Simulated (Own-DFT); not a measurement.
## Calculated data, AlGa3N4 (wurtzite random alloy, strained, atoms displaced)

A calculation, not a measurement: plane-wave PBE density functional theory by an unreviewed code, no spin, of a simulated periodic cell, stress positive in tension, free energy of the whole cell less one offset for each atom, forces on such cells passed a denser k mesh, this cell's mesh not checked; offsets are fitted by least squares, one for each functional and potential file, so energies compare only between cells with the same atoms and settings and are not formation energies; the far tail of each file's local potential was reset to the Coulomb form; each entry is a single point on an unrelaxed cell, so the pressure reflects the starting lattice, mostly measured values, from which strain is counted, and rises with the displacements; printed positions are rounded, which can move forces by about a meV/angstrom; the program is a retired in-house code; no spin-orbit coupling. Program: Own-DFT development build.

```xyz
72
Lattice="9.5092 -0.1426 0.0000 -4.8782 8.3066 0.0000 0.0000 0.0000 10.2685" Properties=species:S:1:pos:R:3:force_x:R:1:force_y:R:1:force_z:R:1 formula=AlGa3N4 functional=PBE potential_files=PseudoDojo_norm-conserving,scalar-relativistic,standard_set_with_the_stringent_files_for_Ga wave_cutoff=96 occupations=Gaussian smearing_width=0.01 k_mesh=4_x_4_x_3_centred_on_Gamma free_energy_of_cell_above_offsets=-10.279 pressure=6.51 stress_xx=-7.98 stress_yy=-6.49 stress_zz=-5.05 stress_yz=0.03 stress_xz=-0.14 stress_xy=-5.04
Ga    -0.0889     1.7329    10.1901       1.76      1.988      2.141
Ga     1.6328     0.8876     2.6338     -2.551       -0.9      0.009
N     -0.0146     1.8317     1.9416      0.248     -1.397     -0.675
N      1.5854     0.8526     4.5316     -0.251      1.166      0.634
Ga    -0.0179     1.8034     5.1741       0.87      0.927     -1.037
Ga     1.5604     0.9081     7.7304      0.077      -1.06     -0.741
N     -0.0123     1.8274     7.0562      -0.15      0.492      1.366
N      1.5644     0.8913     9.6550     -0.567     -0.066     -0.503
Ga    -1.6435     4.6247    10.2416     -1.321     -0.486       0.94
Ga    -0.0550     3.5676     2.5699     -0.225       1.68     -0.332
N     -1.6156     4.5980     1.9059     -0.644       -1.2      0.627
N     -0.0991     3.7024     4.4628      0.216     -1.028       1.25
Ga    -1.6923     4.5870     5.1348      0.853      0.932     -0.677
Ga    -0.0942     3.6611     7.7801       0.38      0.496     -1.142
N     -1.6886     4.6081     7.0457      1.595      0.011      0.207
N     -0.1388     3.7074     9.6796      2.443     -1.619     -0.171
Ga    -3.2632     7.3754     0.0285      1.127     -0.482      0.151
Ga    -1.7251     6.3439     2.5662        0.7      1.095     -0.446
N     -3.2799     7.3681     1.9717      0.216     -0.053     -0.147
N     -1.6849     6.4684     4.4433     -0.069     -0.574      1.769
Ga    -3.3118     7.3515     5.0845      0.874     -0.142      0.647
Ga    -1.6996     6.4204     7.6949      -1.09      0.222      0.455
N     -3.3659     7.3518     7.0354      1.574      0.532      0.657
N     -1.5628     6.3831     9.6318     -1.812      1.331     -0.173
Ga     3.1012     1.7870    10.2496      1.464     -0.241      1.174
Ga     4.7109     0.8681     2.4879     -0.494     -1.069      0.733
N      3.0477     1.7595     2.0116      2.553      1.622     -1.918
N      4.7270     0.7589     4.4525       0.11      0.781      1.601
Ga     3.1702     1.8495     5.1916      0.161     -1.642     -1.476
Ga     4.7772     0.8786     7.6329     -0.838     -1.478      2.054
N      3.1897     1.7471     7.0846     -0.654      1.255      0.849
N      4.7292     0.7912     9.7156      0.549       0.41      -0.69
Al     1.5156     4.4392     0.0238     -0.132      1.621      0.213
Ga     3.0755     3.6438     2.5386      0.381     -1.035      0.842
N      1.5582     4.5533     1.9945     -1.172     -0.239     -2.089
N      3.1345     3.6096     4.5025     -0.126      0.375      0.501
Ga     1.5213     4.5012     5.1463     -0.188      0.602     -0.457
Al     3.1023     3.5448     7.7365      0.731      0.619       0.18
N      1.6152     4.5212     7.0993     -0.553     -0.768      0.367
N      3.1528     3.6387     9.6840     -1.357     -0.087     -0.905
Al    -0.0872     7.2723     0.0014     -0.027      0.704      0.128
Ga     1.4923     6.3966     2.4696      -1.23      0.136      1.401
N     -0.1746     7.3059     1.8989      0.709     -0.123     -0.484
N      1.4843     6.3393     4.5152     -0.214      1.366       0.75
Al    -0.1604     7.3163     5.1818      0.771     -0.431     -0.946
Ga     1.5703     6.3592     7.6562     -1.681      0.075      0.744
N     -0.1616     7.3027     7.1280      1.763       0.44     -1.773
N      1.4419     6.3902     9.6283      1.179     -0.948      0.566
Al     6.3608     1.6694    10.2348     -1.366      1.131      1.339
Ga     7.9235     0.7737     2.6429     -0.173      0.584     -0.817
N      6.3186     1.6780     2.0236       0.64      1.116     -1.852
N      7.9433     0.8487     4.5352     -1.077     -1.744      1.115
Ga     6.3144     1.7484     5.1878      -0.39     -0.704     -1.457
Ga     7.8715     0.8307     7.6954      0.979     -0.593       0.38
N      6.3386     1.7518     7.1322      0.221     -0.343     -0.996
N      7.8984     0.7868     9.6844     -1.663     -1.378     -1.332
Al     4.6790     4.5220    10.2182      1.473     -0.256      1.069
Ga     6.2428     3.5506     2.6249      0.509     -0.209     -0.716
N      4.6504     4.4959     2.0164      1.053      0.111     -1.968
N      6.2241     3.5918     4.5887      -1.05      0.004      0.019
Al     4.6077     4.5084     5.2011      0.918       0.09     -0.145
Ga     6.2971     3.5747     7.5786     -0.528      0.205      2.597
N      4.7020     4.4574     7.1565     -1.753       0.29     -1.168
N      6.3037     3.5057     9.6679     -1.186      0.139     -0.359
Al     3.0308     7.2752    10.1911      0.233     -0.603      1.531
Ga     4.6883     6.3157     2.5990     -1.339      0.384      0.006
N      3.0202     7.3264     1.9461      1.443     -0.762     -1.371
N      4.6137     6.3124     4.6002     -1.004     -0.364     -0.463
Al     3.0459     7.2659     5.1467     -0.221      0.135     -0.602
Ga     4.5866     6.3755     7.6615      2.028     -1.747      1.651
N      3.1377     7.2787     7.0963     -2.134      1.379     -1.474
N      4.6777     6.3666     9.7438     -1.572     -0.676     -1.165
```

Units: wave_cutoff in hartree; smearing_width, free_energy_of_cell_above_offsets in eV; pressure, stress_xx, stress_yy, stress_zz, stress_yz, stress_xz, stress_xy in GPa; force_x, force_y, force_z in eV/Å.
